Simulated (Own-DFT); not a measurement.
# What random displacements cost in beta-Si3N4, 112 atoms (N64Si48)

Calculated results; nothing here was measured. They come from Own-DFT, an in-house plane-wave density functional program, since retired, whose code no person has reviewed. Each row is one single-point run on a periodic cell that was not relaxed, without spin or spin-orbit coupling.

Settings of every run: PBE; PseudoDojo norm-conserving scalar-relativistic files; cutoff 42 hartree; 2 x 2 x 4 k mesh centred on Gamma; Fermi-Dirac smearing of 0.1 eV.

Known limits, some of them of some rows only: some atoms lie very close together; forces on such cells moved up to 12 meV/angstrom on a denser k mesh; stress not checked against mesh or cutoff.

Cell vectors in Å: (15.212, 0.000, 0.000); (-7.606, 13.174, 0.000); (0.000, 0.000, 5.818). In each run every atom was moved at random and independently from its ideal site; u is the rms move along one axis. E is the free energy for each atom above the fitted value at u = 0, and F the rms of the force components.

```
run,u (Å),E (meV/atom),F (eV/Å),largest force (eV/Å),P (GPa)
1,0.0190,17.8,0.831,2.94,5.48
2,0.0198,19.5,0.862,3.37,5.47
3,0.0496,109.6,2.006,7.91,7.64
4,0.0513,113.2,2.057,9.96,8.20
5,0.0999,?,?,?,?
6,0.1052,578.9,5.532,40.87,20.59
7,0.1430,1088.5,8.579,52.90,33.32
```

## Worked fit

For small independent moves the energy grows as E = (3/2) K u², with K the mean stiffness felt by one atom. The runs with u up to 0.11 Å give K = 31.7 ± 1.9 eV/Å², with residuals divided by u² + 0.0006 Å², since the noise grows with the moves. The scatter is 11.5 meV/atom at u = 0.05 Å. The forces follow F = G u with G = 44.3 eV/Å²; no force at u = 0 is resolved. G exceeds K because the moves of its neighbours add to the force on an atom, and stiffness differs between atoms. At u = 0.143 Å the parabola gives 971 meV/atom and the run 1089. The pressure follows P = 4.65 + 1427 u² GPa: at fixed volume, shortened bonds push harder than stretched ones pull.

## Withheld run

Question: what energy and rms force should run 5 give?

The fit gives 475 ± 49 meV/atom and about 4.43 eV/Å. The calculation gave 517.7 meV/atom and 5.809 eV/Å. This run lies off the fit, by chance or by something that the fit leaves out.
